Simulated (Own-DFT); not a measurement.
# Two functionals across a range of volumes: D0_22 TiAl3, 40 atoms (Al30Ti10)

Everything here is calculated. The program is Own-DFT (plane waves, in-house, since retired, never reviewed by a person); positions were held fixed, and spin and spin-orbit coupling were off.

Known weak points: forces on such cells failed a check on a denser k mesh; stress not checked against mesh or cutoff.

Each geometry was run with PBE and with PBEsol, otherwise alike: PseudoDojo norm-conserving scalar-relativistic files made for PBE; cutoff 42 hartree; 4 x 4 x 4 k mesh centred on Gamma; cold (Marzari-Vanderbilt) smearing of 0.2 eV. Unstrained cell vectors in Å: (-2.365, -6.981, 4.326); (-7.667, 3.491, 1.442); (-2.950, -3.488, -7.241). Each has a uniform strain, of which the change of volume is shown, and random moves of rms u per axis.

| run | volume change (%) | u (Å) | P with PBE (GPa) | P with PBEsol (GPa) |
|---|---|---|---|---|
| 1 | -4.23 | 0.0484 | 8.25 | 6.24 |
| 2 | 0.76 | 0.0531 | 1.86 | -0.02 |
| 3 | 3.91 | 0.0499 | -1.42 | -3.23 |
| 4 | 2.09 | 0.0470 | 0.64 | -1.22 |
| 5 | 2.11 | 0.0483 | 0.43 | -1.43 |
| 6 | 3.30 | 0.0511 | -0.79 | -2.62 |
| 7 | 2.33 | 0.0428 | 0.01 | -1.85 |
| 8 | 0.98 | 0.0465 | 1.81 | -0.08 |
| 9 | 0.81 | 0.0532 | 2.05 | 0.16 |
| 10 | -1.64 | 0.0447 | 4.60 | ? |

Asked: by how much does PBEsol shrink this cell, and what belongs in the blank?

## Answer

Write v for the change of volume as a fraction. Fitted to v and u², the PBE pressure has a slope of -120 ± 3 GPa in v, with the ions held to the strained lattice. The difference PBEsol less PBE is -1.91 + 2.4 v GPa (slope ± 0.1) and averages -1.87 GPa. Divided by the mean slope of the two, 119 GPa, that makes PBEsol's volume at a given pressure, near 0 GPa, about 1.6 % smaller, or 0.53 % in lengths. At one volume PBEsol's slope is the smaller by 2 GPa, but its pressure there is lower too. If stiffness rises by about 4 GPa for each GPa, PBEsol at equal pressure is stiffer by about 5 GPa. Files made for PBEsol would give a different shift.

For run 10 the line gives 2.66 GPa. The calculation gave 2.67 GPa.
